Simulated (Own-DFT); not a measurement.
# Response to strain: wurtzite AlGaN with randomly placed atoms, 72 atoms (Al27Ga9N36)

These are calculations, not measurements. The program, named Own-DFT, is a retired in-house plane-wave density functional code that no person has reviewed. Each row is one single-point run on a periodic cell that was not relaxed, without spin or spin-orbit coupling.

Settings of every run: PBE; PseudoDojo norm-conserving scalar-relativistic files (stringent for Ga); cutoff 96 hartree; 4 x 4 x 3 k mesh centred on Gamma; Gaussian smearing of 0.01 eV.

Known limits: forces on such cells passed a denser k mesh, each cell not checked; stress not checked against mesh or cutoff.

Unstrained cell vectors in Å: (9.394, 0.000, 0.000); (-4.697, 8.135, 0.000); (0.000, 0.000, 10.065). The unstrained cell has measured lattice constants (interpolated for alloys), not those of this functional. That, the random moves and any unrelaxed bonds set the pressure at no strain. Each run strains this cell uniformly, with the atoms carried along. Every atom was also moved at random, by a Gaussian of width 0.05 Å on each axis. The random placing of the alloy's atoms differs from row to row. Strain is the symmetric tensor, in per cent. Stress is positive in tension, and the pressure is minus a third of its trace.

```
run,e_xx (%),e_yy (%),e_zz (%),s_xx (GPa),s_yy (GPa),s_zz (GPa),P (GPa),E (meV/atom)
1,0.00,0.00,2.50,-6.15,-2.32,3.52,1.65,7.7
2,0.00,0.00,2.00,-3.47,-4.89,1.53,2.28,0.0
3,0.00,0.00,-1.75,-5.37,-9.44,-16.53,10.45,31.1
4,0.00,0.00,1.25,-4.00,-7.20,-1.13,4.11,10.2
5,0.00,0.00,0.50,-4.43,-8.03,-3.46,5.30,5.8
6,0.00,0.00,1.75,-5.65,-6.50,2.51,3.21,6.7
7,0.00,0.00,2.75,-5.18,-5.23,5.81,1.53,20.1
8,0.00,0.00,-2.00,-7.44,-7.92,-18.05,11.14,37.7
9,0.00,0.00,2.25,?,?,?,?,?
```

E is the free energy for each atom above the lowest run shown.

## Worked fit

The change of volume is close to e_xx + e_yy + e_zz. A straight line through the runs shown gives P = 6.77 - 207 x (fractional change of volume) GPa, with an error of 6 on the slope and a scatter of 0.31 GPa. The strain isn't the same on all axes and the cell isn't cubic, so the slope belongs to this path and is not the bulk modulus.

## Withheld run

Question: what pressure should run 9 give? Its volume changes by 2.25 %.

The line gives 2.1 GPa. The calculation gave 2.49 GPa.
